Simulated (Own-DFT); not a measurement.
# Energy and forces against displacement in grey tin, 64 atoms (Sn64)

Calculated results; nothing here was measured. They come from Own-DFT, an in-house plane-wave density functional program, since retired, whose code no person has reviewed. Each row is one single-point run on a periodic cell that was not relaxed, without spin or spin-orbit coupling.

Settings of every run: PBE; PseudoDojo norm-conserving scalar-relativistic files; cutoff 42 hartree; 3 x 3 x 3 k mesh centred on Gamma; cold (Marzari-Vanderbilt) smearing of 0.2 eV.

Known limits: forces on such cells moved up to 12 meV/angstrom on a denser k mesh; stress not checked against mesh or cutoff.

Cell vectors in Å: (12.978, 0.000, 0.000); (0.000, 12.978, 0.000); (0.000, 0.000, 12.978). In each run every atom was moved at random and independently from its ideal site; u is the rms move along one axis. E is the free energy for each atom above the fitted value at u = 0, and F the rms of the force components.

```
run,u (Å),E (meV/atom),F (eV/Å),largest force (eV/Å),P (GPa)
1,0.0193,5.2,0.206,0.64,3.38
2,0.0194,5.2,0.202,0.72,3.38
3,0.0206,?,?,?,?
4,0.0491,33.7,0.567,1.88,3.65
5,0.0512,34.5,0.581,2.69,3.65
6,0.0942,121.1,1.141,5.75,4.46
7,0.1016,146.4,1.293,6.79,4.69
8,0.1706,420.4,2.397,9.35,7.37
```

## Worked fit

For small independent moves the energy grows as E = (3/2) K u², with K the mean stiffness felt by one atom. The runs with u up to 0.11 Å give K = 9.2 ± 0.1 eV/Å², with residuals divided by u² + 0.0006 Å², since the noise grows with the moves. The scatter is 1.0 meV/atom at u = 0.05 Å. The forces follow F = G u with G = 11.5 eV/Å²; no force at u = 0 is resolved. G exceeds K because the moves of its neighbours add to the force on an atom, and stiffness differs between atoms. At u = 0.171 Å the parabola gives 401 meV/atom and the run 420. The pressure follows P = 3.32 + 130 u² GPa: at fixed volume, shortened bonds push harder than stretched ones pull.

## Withheld run

Question: what energy and rms force should run 3 give?

The fit gives 6 ± 1 meV/atom and about 0.24 eV/Å. The calculation gave 5.8 meV/atom and 0.217 eV/Å.
